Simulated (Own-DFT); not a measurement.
# Misfit strain and the stress it brings: diamond-structure SiGeSn with randomly placed atoms, 64 atoms (Ge40Si16Sn8)

The numbers are computed, not measured, by runs of the plane-wave DFT program Own-DFT (in-house, retired, unreviewed) at fixed positions, with no spin and no spin-orbit coupling.

Method: PBE; PseudoDojo norm-conserving scalar-relativistic files; cutoff 49 hartree; 3 x 3 x 3 k mesh centred on Gamma; Fermi-Dirac smearing of 0.1 eV.

Caveats: forces on such cells moved up to 12 meV/angstrom on a denser k mesh; stress not checked against mesh or cutoff.

Unstrained cell vectors in Å: (11.410, 0.000, 0.000); (0.000, 11.410, 0.000); (0.000, 0.000, 11.410). The unstrained cell has measured lattice constants (interpolated for alloys), not those of this functional. That, the random moves and any unrelaxed bonds set the pressure at no strain. Each run strains x and y alike by e, as a substrate would, and holds the height along z. Each atom got a random Gaussian move of width 0.05 Å along each axis. The random placing of the alloy's atoms differs from row to row. Stress is positive in tension.

```
e (%)  u (Å)  (s_xx + s_yy)/2 (GPa)  s_zz (GPa)
-3.00  0.050                 -10.92       -8.70
-2.50  0.047                  -9.67       -8.03
-2.25  0.051                  -9.13       -7.70
-2.00  0.050                  -8.69       -7.37
-1.50  0.049                  -7.66       -6.55
-0.75  0.052                  -6.04       -5.62
 0.50  0.048                  -4.00       -4.25
 2.25  0.052                  -1.35       -2.64
 2.50  0.057                      ?           ?
 2.75  0.051                  -0.50       -2.04
```

## What the rows give

With e as a fraction, the in-plane stress is -4.8 + 176 e - 860 e² GPa (errors 2 and 110, scatter 0.09), and s_zz is -4.8 + 114 e - 605 e² GPa (slope ± 1, scatter 0.08). At e = 0 the first slope is C11 + C12 and the second 2 C12, both with the ions held to the strained lattice and at the cell's own pressure. The term in e² is negative: the layer stiffens under compression and softens under tension. A free layer would change its height as e changes, and the in-plane slope would drop by 2 C12²/C11 to the biaxial modulus. At fixed height, a misfit of 1 % moves the in-plane stress by about 1.8 GPa and s_zz by 1.1 GPa.

## Test on the hidden row

The question: what are the two stresses at e = 2.50 %?

Estimate: -0.9 and -2.3 GPa. DFT gave -0.99 and -2.41 GPa.
